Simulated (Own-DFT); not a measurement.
# Computed records: GaN (wurtzite, atoms displaced)

Computed with Own-DFT development build. A calculation, not a measurement: plane-wave PBE density functional theory by an unreviewed code, no spin, of a simulated periodic cell, stress positive in tension, free energy of the whole cell less one offset for each atom, forces on such cells passed a denser k mesh, this cell's mesh not checked; offsets are fitted by least squares, one for each functional and potential file, so energies compare only between cells with the same atoms and settings and are not formation energies; the far tail of each file's local potential was reset to the Coulomb form; each entry is a single point on an unrelaxed cell, so the pressure reflects the starting lattice, mostly measured values (interpolated for alloys), from which strain is counted, and rises with the displacements; printed positions are rounded, which can move forces by about a meV/angstrom; the program, named Own-DFT, is a retired in-house code; no spin-orbit coupling.

Settings shared by all entries: functional PBE; potential files PseudoDojo norm-conserving, scalar-relativistic, standard set with the stringent files for Ga; wave cutoff 96 hartree; occupations Gaussian; smearing width 0.01 eV; k mesh 3 x 4 x 3 centred on Gamma.

(1) GaN (wurtzite, atoms displaced)

```
cell vectors (Å)
  12.7560     0.0000     0.0000
  -4.7835     8.2853     0.0000
   0.0000     0.0000    10.3700
atoms (fractions of the cell vectors)
Ga  0.08570  0.22125  0.00115
Ga  0.16704  0.11314  0.25257
N   0.08303  0.22511  0.18723
N   0.16596  0.10870  0.43871
Ga  0.08528  0.22201  0.50034
Ga  0.16709  0.11401  0.74882
N   0.08567  0.22422  0.68469
N   0.16990  0.11397  0.93986
Ga  0.08666  0.55829  0.99903
Ga  0.16449  0.44338  0.24826
N   0.08506  0.55544  0.18776
N   0.16755  0.44674  0.43972
Ga  0.08491  0.55661  0.50244
Ga  0.16868  0.44744  0.75123
N   0.08270  0.55860  0.68851
N   0.16822  0.44790  0.93925
Ga  0.08546  0.88939  0.00047
Ga  0.16309  0.77134  0.25128
N   0.08213  0.88539  0.18948
N   0.16649  0.77505  0.43755
Ga  0.08344  0.89015  0.49901
Ga  0.16624  0.77826  0.74750
N   0.08483  0.88925  0.69185
N   0.16577  0.77913  0.93635
Ga  0.33257  0.21897  0.00116
Ga  0.41361  0.10869  0.24592
N   0.33264  0.21787  0.19068
N   0.41525  0.11112  0.43732
Ga  0.33214  0.21926  0.50026
Ga  0.41536  0.10758  0.75184
N   0.33425  0.22579  0.68499
N   0.41365  0.10761  0.93553
Ga  0.33462  0.55613  0.00117
Ga  0.41634  0.44860  0.24471
N   0.33292  0.55149  0.18925
N   0.41401  0.44058  0.44081
Ga  0.33043  0.55198  0.49782
Ga  0.41824  0.44052  0.75121
N   0.33346  0.56006  0.68771
N   0.41919  0.44865  0.93996
Ga  0.33336  0.88664  0.99770
Ga  0.41465  0.78261  0.24906
N   0.33203  0.88655  0.18715
N   0.41491  0.77152  0.43875
Ga  0.33114  0.88618  0.50270
Ga  0.41671  0.77787  0.75037
N   0.33308  0.88638  0.68854
N   0.41956  0.77727  0.93671
Ga  0.58641  0.22335  0.99938
Ga  0.66615  0.10878  0.24791
N   0.58482  0.22189  0.18837
N   0.66649  0.11143  0.44015
Ga  0.57989  0.22031  0.49588
Ga  0.66591  0.10986  0.75189
N   0.58421  0.22565  0.68937
N   0.66722  0.10917  0.93773
Ga  0.58553  0.56172  0.00107
Ga  0.66554  0.44620  0.24983
N   0.58395  0.55457  0.19100
N   0.66592  0.44290  0.44115
Ga  0.58655  0.55769  0.50007
Ga  0.66372  0.44096  0.74843
N   0.58291  0.55948  0.68673
N   0.66870  0.44954  0.93555
Ga  0.58048  0.88697  0.99951
Ga  0.66454  0.77645  0.25162
N   0.58348  0.88942  0.18582
N   0.66584  0.77274  0.43849
Ga  0.58152  0.88503  0.49695
Ga  0.66906  0.78175  0.75247
N   0.58360  0.88755  0.69070
N   0.66792  0.77685  0.93576
Ga  0.83217  0.22364  0.99778
Ga  0.91497  0.10788  0.25189
N   0.83506  0.22740  0.18815
N   0.91995  0.11344  0.43939
Ga  0.83252  0.21850  0.50245
Ga  0.91580  0.11383  0.74929
N   0.83196  0.21979  0.69114
N   0.91915  0.11396  0.93934
Ga  0.83406  0.55468  0.00061
Ga  0.91876  0.44410  0.25152
N   0.83254  0.55410  0.19604
N   0.91591  0.44674  0.43791
Ga  0.83289  0.55609  0.50036
Ga  0.91553  0.44484  0.74914
N   0.83262  0.55732  0.69201
N   0.91336  0.44194  0.94095
Ga  0.83019  0.88441  0.00097
Ga  0.91369  0.77552  0.24566
N   0.83257  0.88531  0.18689
N   0.91650  0.77545  0.43775
Ga  0.83350  0.88705  0.49677
Ga  0.91879  0.77753  0.74942
N   0.83099  0.88656  0.68544
N   0.91675  0.77785  0.94045
```

- free energy of cell above offsets: -10.194 eV
- pressure: 5.46 GPa
- stress xx: -5.47 GPa
- stress yy: -5.44 GPa
- stress zz: -5.48 GPa
- stress yz: -0.13 GPa
- stress xz: -0.21 GPa
- stress xy: 0.27 GPa

Force:
```tsv
element	x (eV/Å)	y (eV/Å)	z (eV/Å)
Ga	-0.537	0.286	-0.271
Ga	-0.152	-0.473	-0.475
N	0.255	-0.69	0.446
N	-0.05	0.203	0.027
Ga	-0.116	0.366	-0.284
Ga	0.253	-0.089	0.232
N	-0.496	0.037	0.817
N	-0.313	-0.35	-0.413
Ga	-0.734	-0.336	-0.024
Ga	0.436	0.123	0.547
N	-0.319	-0.119	-0.209
N	-0.404	-0.622	-0.54
Ga	-0.489	-0.41	-0.32
Ga	-0.078	-0.043	-0.291
N	0.197	-0.532	0.275
N	0.223	-0.395	-0.05
Ga	-0.522	0.075	0.099
Ga	0.066	0.727	-0.143
N	-0.002	0.472	-0.022
N	-0.225	0.386	0.333
Ga	0.033	-0.59	0.213
Ga	0.187	-0.007	0.404
N	-0.245	0.409	-0.75
N	0.511	-0.18	0.076
Ga	0.261	0.701	0.049
Ga	0.725	0.093	0.617
N	-0.478	0.727	-0.527
N	0.096	-0.72	-0.188
Ga	0.065	0.498	-0.367
Ga	-0.074	0.509	-0.805
N	0.198	-0.9	0.764
N	0.606	0.347	0.765
Ga	-0.103	-0.072	-0.19
Ga	0.713	-1.015	1.358
N	-0.835	1.007	-0.319
N	0.366	0.393	-0.769
Ga	0.692	0.018	0.552
Ga	-0.623	1.055	-0.31
N	0.414	-0.711	0.156
N	0.087	-0.726	0.075
Ga	-0.103	-0.063	0.055
Ga	0.817	-0.876	0.344
N	-0.503	0.086	-0.27
N	-0.33	0.842	-0.357
Ga	0.457	0.209	-0.607
Ga	0.388	-0.159	-0.327
N	-0.206	0.322	0.126
N	-0.816	-0.093	0.336
Ga	-0.559	0.217	-0.157
Ga	0.237	0.622	0.422
N	-0.524	-0.047	-0.117
N	0.077	-0.471	-0.424
Ga	0.357	0.126	0.669
Ga	-0.3	-0.026	-0.562
N	-0.058	-1.081	-0.364
N	-0.332	-0.031	0.257
Ga	0.298	-0.814	-0.105
Ga	0.538	-0.581	0.524
N	-0.44	0.366	-0.577
N	0.022	0.088	-0.468
Ga	-0.828	-0.971	0.199
Ga	-0.123	1.05	0.03
N	0.4	-0.254	0.433
N	-0.187	-0.59	0.676
Ga	0.846	0.257	-0.19
Ga	0.198	0.09	-0.2
N	-0.109	-0.379	0.385
N	-0.159	0.948	-0.343
Ga	0.05	0.215	0.71
Ga	-0.115	-0.602	-0.783
N	-0.254	0.324	-0.533
N	-0.573	0.505	0.771
Ga	0.684	-0.341	0.522
Ga	-0.103	0.456	-0.527
N	0.147	-0.996	-0.011
N	-0.364	-0.45	-0.116
Ga	-0.168	0.645	-0.297
Ga	0.829	-0.606	0.195
N	-0.178	0.518	-0.342
N	-0.168	-0.453	-0.116
Ga	-0.305	0.211	0.4
Ga	-0.376	0.169	0.028
N	0.093	-0.176	-1.198
N	0.613	-0.507	0.603
Ga	0.058	-0.209	0.209
Ga	-0.04	0.012	0.306
N	0.161	-0.336	-0.602
N	0.765	0.628	-0.504
Ga	0.468	0.862	-0.452
Ga	0.641	0.076	0.715
N	-0.684	0.394	0.41
N	-0.066	0.404	-0.164
Ga	0.059	0.127	0.395
Ga	-0.705	0.219	0.329
N	0.65	0.571	0.279
N	0.231	0.099	-0.153
```

(2) GaN (wurtzite, atoms displaced)

```
cell vectors (Å)
  12.7560     0.0000     0.0000
  -4.7835     8.2853     0.0000
   0.0000     0.0000    10.3700
atoms (fractions of the cell vectors)
Ga  0.08546  0.22442  0.99896
Ga  0.16595  0.11115  0.25431
N   0.08662  0.22279  0.18671
N   0.16615  0.11040  0.43968
Ga  0.08009  0.21865  0.49913
Ga  0.16510  0.11424  0.75150
N   0.08049  0.22708  0.68623
N   0.16870  0.11453  0.93537
Ga  0.08353  0.55765  0.99736
Ga  0.16744  0.44428  0.25187
N   0.08365  0.55000  0.19093
N   0.16770  0.44073  0.44078
Ga  0.08586  0.55473  0.50287
Ga  0.16474  0.44620  0.75178
N   0.08203  0.55493  0.68977
N   0.16708  0.44476  0.93915
Ga  0.08358  0.88540  0.00157
Ga  0.16363  0.77611  0.24547
N   0.07803  0.88743  0.19162
N   0.16609  0.77968  0.43959
Ga  0.08479  0.89057  0.50168
Ga  0.16548  0.77682  0.75194
N   0.08171  0.88796  0.68591
N   0.16593  0.77919  0.93959
Ga  0.33107  0.22045  0.00277
Ga  0.41752  0.11044  0.24523
N   0.33419  0.22330  0.18624
N   0.41611  0.10747  0.43906
Ga  0.33529  0.22406  0.50095
Ga  0.41644  0.11558  0.75003
N   0.33295  0.22587  0.68857
N   0.41317  0.10775  0.94251
Ga  0.33308  0.55275  0.00484
Ga  0.41543  0.44360  0.24799
N   0.33452  0.55393  0.19044
N   0.41630  0.44549  0.43807
Ga  0.33500  0.55524  0.50271
Ga  0.41660  0.44429  0.74635
N   0.33332  0.55553  0.69084
N   0.41592  0.44357  0.93579
Ga  0.33321  0.88894  0.00023
Ga  0.41548  0.77547  0.25085
N   0.33353  0.89030  0.18563
N   0.41758  0.78123  0.43830
Ga  0.33511  0.89098  0.50055
Ga  0.41811  0.77933  0.74916
N   0.33487  0.88734  0.68855
N   0.41874  0.78082  0.93769
Ga  0.58289  0.21783  0.99975
Ga  0.66701  0.11301  0.24908
N   0.58431  0.22159  0.19117
N   0.66614  0.11182  0.43852
Ga  0.58488  0.22379  0.50194
Ga  0.66800  0.11170  0.75155
N   0.58297  0.22225  0.68814
N   0.66629  0.10863  0.93730
Ga  0.58529  0.55094  0.99816
Ga  0.66863  0.44794  0.24811
N   0.58498  0.55850  0.18737
N   0.66805  0.44668  0.43975
Ga  0.58127  0.55536  0.49653
Ga  0.66898  0.44464  0.75306
N   0.58427  0.55689  0.69021
N   0.67132  0.45077  0.93782
Ga  0.58299  0.88752  0.00069
Ga  0.66576  0.77357  0.25036
N   0.58495  0.89611  0.18744
N   0.66384  0.77400  0.43872
Ga  0.58334  0.88920  0.50079
Ga  0.66658  0.77845  0.75095
N   0.58476  0.89119  0.68737
N   0.66826  0.77879  0.93392
Ga  0.83225  0.22095  0.00051
Ga  0.91669  0.11151  0.25053
N   0.83396  0.22315  0.18763
N   0.91675  0.11088  0.43512
Ga  0.83412  0.22410  0.50191
Ga  0.91937  0.11442  0.74946
N   0.83097  0.21924  0.68812
N   0.91660  0.11068  0.93813
Ga  0.83131  0.54830  0.00196
Ga  0.91750  0.44112  0.25040
N   0.83411  0.55998  0.18775
N   0.91562  0.44459  0.44231
Ga  0.83445  0.55887  0.50176
Ga  0.91542  0.44430  0.74648
N   0.83278  0.55241  0.68820
N   0.91573  0.44024  0.93961
Ga  0.83503  0.89082  0.99885
Ga  0.91801  0.78008  0.24877
N   0.82988  0.88888  0.18826
N   0.91575  0.77804  0.43768
Ga  0.83243  0.89070  0.50047
Ga  0.91585  0.77657  0.75170
N   0.83275  0.88834  0.68768
N   0.91780  0.77838  0.93928
```

* free energy of cell above offsets: -10.342 eV
* pressure: 5.41 GPa
* stress xx: -5.14 GPa
* stress yy: -5.05 GPa
* stress zz: -6.04 GPa
* stress yz: -0.07 GPa
* stress xz: 0.13 GPa
* stress xy: 0.05 GPa

Force:
```tsv
element	x (eV/Å)	y (eV/Å)	z (eV/Å)
Ga	-0.292	-0.376	0.127
Ga	0.287	-0.006	-0.476
N	-0.482	-0.064	0.303
N	0.152	0.322	0.191
Ga	0.357	0.254	0.044
Ga	0.066	-0.246	-0.712
N	0.862	-0.262	0.213
N	-0.254	-0.717	0.652
Ga	0.103	-0.608	0.554
Ga	0.24	-0.316	0.164
N	-0.394	0.701	-0.65
N	-0.215	0.375	-0.174
Ga	-0.369	0.278	-0.595
Ga	0.595	0.08	-0.13
N	0.022	0.22	0.152
N	-0.089	0.322	0.049
Ga	-0.816	0.833	-0.058
Ga	0.354	0.069	0.929
N	1.281	0.602	-0.743
N	0.461	-0.424	-0.403
Ga	-0.337	-0.416	-0.462
Ga	0.143	0.456	-0.557
N	0.175	0.335	0.883
N	0.375	-0.249	-0.063
Ga	0.202	0.475	-0.76
Ga	-0.183	0.094	0.875
N	-0.211	-0.337	0.767
N	-0.134	0.921	-0.414
Ga	-0.044	-0.379	-0.3
Ga	0.199	-0.612	0.195
N	-0.038	-0.624	-0.147
N	0.368	0.708	-0.664
Ga	0.169	0.55	-1.007
Ga	0.644	-0.011	0.341
N	-0.453	0.262	-0.024
N	0.049	-0.304	-0.268
Ga	-0.411	0.335	-0.117
Ga	0.128	0.49	0.672
N	-0.29	0.066	-0.268
N	0.301	-0.067	0.506
Ga	0.353	-0.344	-0.265
Ga	0.168	0.668	-0.123
N	-0.208	-0.605	0.437
N	0.092	-0.697	0.051
Ga	-0.403	-0.434	-0.013
Ga	0.196	-0.12	0.246
N	-0.741	0.408	0.285
N	-0.305	-0.669	0.274
Ga	-0.269	0.392	0.091
Ga	0.322	-0.034	0.57
N	-0.247	0.61	-0.744
N	0.369	0.02	-0.005
Ga	-0.203	-0.022	-0.486
Ga	-0.417	-0.243	-0.374
N	0.047	0.115	0.58
N	-0.062	0.322	0.267
Ga	-1.091	0.88	-0.076
Ga	-0.001	-0.323	0.602
N	-0.258	-0.778	-0.186
N	-0.167	-0.168	-0.36
Ga	0.616	-0.162	0.852
Ga	-0.574	0.027	-0.796
N	0.124	-0.288	-0.473
N	-0.07	-1.537	0.224
Ga	0.303	-0.16	-0.126
Ga	-0.547	0.985	-0.013
N	0.146	-1.188	0.241
N	0.084	0.649	-0.153
Ga	0.063	0.188	-0.244
Ga	-0.003	0	-0.545
N	-0.053	-0.162	0.174
N	-0.099	-0.24	1.086
Ga	0.31	-0.239	-0.115
Ga	0.139	-0.104	-0.626
N	-0.023	-0.145	0.108
N	-0.372	0.068	0.539
Ga	-0.243	-0.375	-0.417
Ga	-0.634	-0.695	0.205
N	0.374	0.418	0.17
N	0.179	0.379	-0.008
Ga	0.468	1.129	-0.13
Ga	-0.565	0.519	0.393
N	0.591	-0.656	0.218
N	0.488	0.164	-0.455
Ga	-0.128	-0.101	-0.372
Ga	0.18	-0.407	0.586
N	-0.15	0.531	0.238
N	-0.008	0.431	-0.484
Ga	-0.224	-0.35	0.134
Ga	-1.136	-0.318	0.513
N	0.607	0.163	-0.081
N	0.092	0.327	0.125
Ga	0.137	-0.483	-0.184
Ga	-0.073	0.074	-0.215
N	0.197	0.286	0.149
N	0.104	-0.436	0.078
```
